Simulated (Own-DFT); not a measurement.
Simulation results for Hf$_{16}$O$_{31}$ (monoclinic hafnia with two neutral oxygen vacancies, strained, atoms displaced)

A calculation, not a measurement: plane-wave PBE and HSE06 DFT by an unreviewed code, no spin, of a simulated cell at Gamma alone, so results move with cell size and shape, stress positive in tension, energies less offsets, not probed for a lower state with spin; hafnium file: forces about 75 meV/angstrom off all-electron values; oxygen file: force components 24 meV/angstrom off all-electron in a glass; k mesh not checked against a denser one; forces and stress are PBE's, HSE06 gives the energy alone, and its difference from PBE has offsets of its own; offsets are fitted by least squares, one for each functional and potential file, so energies compare only between cells with the same atoms and settings and are not formation energies; the far tail of each file's local potential was reset to the Coulomb form; each entry is a single point on an unrelaxed cell, so the pressure reflects the starting lattice, mostly measured values, from which strain is counted, and rises with the displacements; printed positions are rounded, which can move forces by about a meV/angstrom; the program is a retired in-house code; no spin-orbit coupling. Program: Own-DFT development build.

## Hf$_{16}$O$_{31}$ (monoclinic hafnia with two neutral oxygen vacancies, strained, atoms displaced)

```
Hf16O31
1.0
     10.0637     0.0514    -0.0121
      0.0519    10.4494    -0.1987
     -1.6796    -0.2091    10.6501
Hf O Hf O Hf O Hf O Hf O Hf O Hf O Hf O
4 8 4 8 4 8 4 8 4 7 4 7 4 8 4 8
Direct
  0.14416 0.02433 0.10619
  0.36334 0.26785 0.14657
  0.36735 0.48266 0.39431
  0.13374 0.23947 0.35170
  0.03297 0.16546 0.17007
  0.45495 0.41398 0.07181
  0.45417 0.32593 0.32582
  0.04129 0.07516 0.41314
  0.22798 0.37745 0.24210
  0.27364 0.12510 0.00106
  0.28399 0.11979 0.26272
  0.22391 0.37726 0.49166
  0.14837 0.02160 0.60459
  0.35451 0.26736 0.64621
  0.36682 0.48345 0.89152
  0.13997 0.22839 0.84752
  0.03729 0.16393 0.67380
  0.46507 0.42172 0.58103
  0.47006 0.32852 0.82248
  0.03609 0.07791 0.91461
  0.22473 0.37636 0.74256
  0.27656 0.12123 0.50864
  0.27547 0.11325 0.76700
  0.21650 0.37312 0.98893
  0.13538 0.52002 0.10795
  0.36361 0.76495 0.15165
  0.35953 0.97372 0.39638
  0.13480 0.73468 0.35317
  0.03147 0.66535 0.17579
  0.46155 0.91199 0.07491
  0.46435 0.83316 0.32480
  0.03015 0.57703 0.41835
  0.22365 0.88060 0.24575
  0.26832 0.62537 0.00089
  0.27628 0.63092 0.26197
  0.21988 0.86966 0.48818
  0.14987 0.52327 0.60973
  0.36354 0.77423 0.65752
  0.36145 0.98080 0.88953
  0.13466 0.72894 0.84962
  0.04520 0.65949 0.67390
  0.46317 0.91935 0.57193
  0.46662 0.83423 0.82525
  0.03737 0.59025 0.92574
  0.21922 0.88404 0.74096
  0.28510 0.62685 0.50604
  0.27674 0.61708 0.75773
  0.22753 0.86992 0.99220
  0.63540 0.02332 0.10687
  0.86490 0.26473 0.14276
  0.86051 0.48019 0.39498
  0.64766 0.23516 0.35818
  0.53254 0.16049 0.17334
  0.96135 0.41777 0.07460
  0.96061 0.33312 0.33354
  0.53304 0.08382 0.42562
  0.72513 0.37491 0.24108
  0.78079 0.12918 0.26162
  0.72637 0.36144 0.48992
  0.63679 0.01678 0.60189
  0.86159 0.26746 0.65241
  0.86269 0.48362 0.90224
  0.63462 0.23274 0.84846
  0.54277 0.15998 0.67590
  0.96266 0.41492 0.57200
  0.96075 0.34590 0.82886
  0.54087 0.08047 0.92130
  0.72538 0.37058 0.73943
  0.77487 0.12290 0.51268
  0.77239 0.11392 0.75215
  0.64400 0.51636 0.10759
  0.86719 0.77449 0.13955
  0.86844 0.97971 0.39192
  0.64279 0.73694 0.34799
  0.52692 0.65931 0.15908
  0.96501 0.91710 0.07230
  0.96832 0.82626 0.32208
  0.53278 0.58582 0.41766
  0.71830 0.88692 0.24137
  0.78154 0.62181 0.00809
  0.77412 0.61797 0.25990
  0.72422 0.87595 0.49987
  0.64135 0.51893 0.60328
  0.87284 0.77779 0.64601
  0.87478 0.97835 0.90408
  0.63554 0.72919 0.85670
  0.53631 0.66432 0.66952
  0.96655 0.92816 0.57623
  0.95550 0.83081 0.82638
  0.54074 0.58513 0.92473
  0.71944 0.87691 0.74482
  0.77251 0.64833 0.50278
  0.77716 0.61568 0.75622
  0.72655 0.86485 0.98975
```

* first functional: PBE
* second functional: HSE06
* exact exchange share: 0.25
* screening: 0.11 1/bohr
* exchange divergence: Gygi-Baldereschi
* potential files: PseudoDojo norm-conserving, scalar-relativistic, made for PBE, standard set
* wave cutoff: 48 hartree
* occupations: fixed
* k mesh: 1 x 1 x 1 centred on Gamma
* PBE energy of cell above offsets: -86.632 eV
* HSE06 less PBE above offsets: 1.101 eV
* PBE pressure: 2.42 GPa
* PBE stress xx: -7.4 GPa
* PBE stress yy: -1.38 GPa
* PBE stress zz: 1.51 GPa
* PBE stress yz: -4.71 GPa
* PBE stress xz: -1.23 GPa
* PBE stress xy: 3.75 GPa

Force:
```csv
element,x (eV/Å),y (eV/Å),z (eV/Å)
Hf,1.326,-1.114,-0.2
Hf,-0.088,0.232,-0.581
Hf,-0.696,0.22,0.491
Hf,0.901,-1.245,0.775
O,0.821,-0.008,0.078
O,1.553,0.361,0.206
O,1.887,-0.028,0.515
O,0.186,0.856,0
O,-1.39,0.691,-0.458
O,-0.106,0.677,1.199
O,-1.074,0.143,-0.907
O,0.094,-1.461,-0.215
Hf,-1.354,-0.547,-0.916
Hf,2.756,0.408,-1.075
Hf,-0.758,-0.625,1.795
Hf,-1.365,0.935,2.098
O,0.322,0.41,-0.075
O,-0.361,-0.978,0.038
O,-2.093,1.406,-0.083
O,0.942,1.149,0.606
O,0.08,0.025,-0.347
O,-0.134,1.679,1.125
O,0.807,1.423,-1.79
O,0.13,-0.65,-0.441
Hf,1.121,-0.223,-1.263
Hf,-0.693,1.19,-2.061
Hf,0.788,1.521,-0.054
Hf,1.55,-2.352,1.111
O,0.196,-0.129,-0.667
O,0.621,0.286,0.035
O,0.823,-0.592,-0.082
O,1.363,1.295,0.296
O,-0.746,0.225,-0.839
O,0.952,0.282,0.904
O,0.058,-1.328,-0.468
O,-0.026,-0.098,0.804
Hf,-0.76,-1.872,-2.769
Hf,1.304,-0.736,-3.311
Hf,0.329,-0.361,3.007
Hf,0.315,-0.45,2.487
O,-1.967,2.036,-0.123
O,-1.511,-1.548,0.993
O,-0.425,-0.067,0.05
O,-0.81,-0.007,0.036
O,0.159,-0.717,-0.103
O,-1.2,0.717,1.307
O,1.015,0.654,0.425
O,-0.852,-0.078,-0.658
Hf,-0.003,-0.451,-1.072
Hf,-1.405,0.973,-0.436
Hf,0.011,0.654,1.281
Hf,-2.118,-2.569,-0.282
O,-0.127,0.821,0.293
O,-0.105,-0.433,1.034
O,0.912,-0.964,-0.912
O,0.225,0.396,-0.575
O,-0.526,0.604,-0.89
O,0.371,-0.88,-0.135
O,-0.232,1.71,0.56
Hf,1.132,-0.073,0.307
Hf,0.075,0.209,-1.104
Hf,-0.497,-0.208,-1.606
Hf,2.033,-1.962,0.791
O,-3.009,1.826,-0.416
O,0.334,0.144,0.879
O,2.236,-2.443,-0.733
O,-0.112,0.047,0.155
O,-1.147,1.113,0.055
O,0.878,0.806,-0.721
O,1.261,0.493,1.702
Hf,-0.483,-0.322,-0.464
Hf,-1.227,-0.634,-0.018
Hf,-1.179,1.033,1.302
Hf,-0.458,-0.607,1.532
O,1.011,0.195,1.195
O,0.986,0.007,1.281
O,-2.425,1.754,-0.052
O,1.209,0.063,-0.062
O,0.911,-0.801,0.12
O,-0.725,1.173,1.492
O,-0.057,0.383,-0.718
O,0.879,-0.893,-2.009
Hf,0.17,0.685,0.07
Hf,-2.498,0.156,-0.907
Hf,-3.785,0.756,-2.12
Hf,2.239,-0.098,-1.031
O,-0.784,0.558,0.609
O,0.185,-1.141,0.129
O,1.948,-1.114,-0.051
O,-0.744,-0.792,-0.239
O,0.433,-0.342,-0.486
O,0.297,-1.661,0.576
O,0.023,0.073,0.205
O,-0.099,0.144,0.575
```
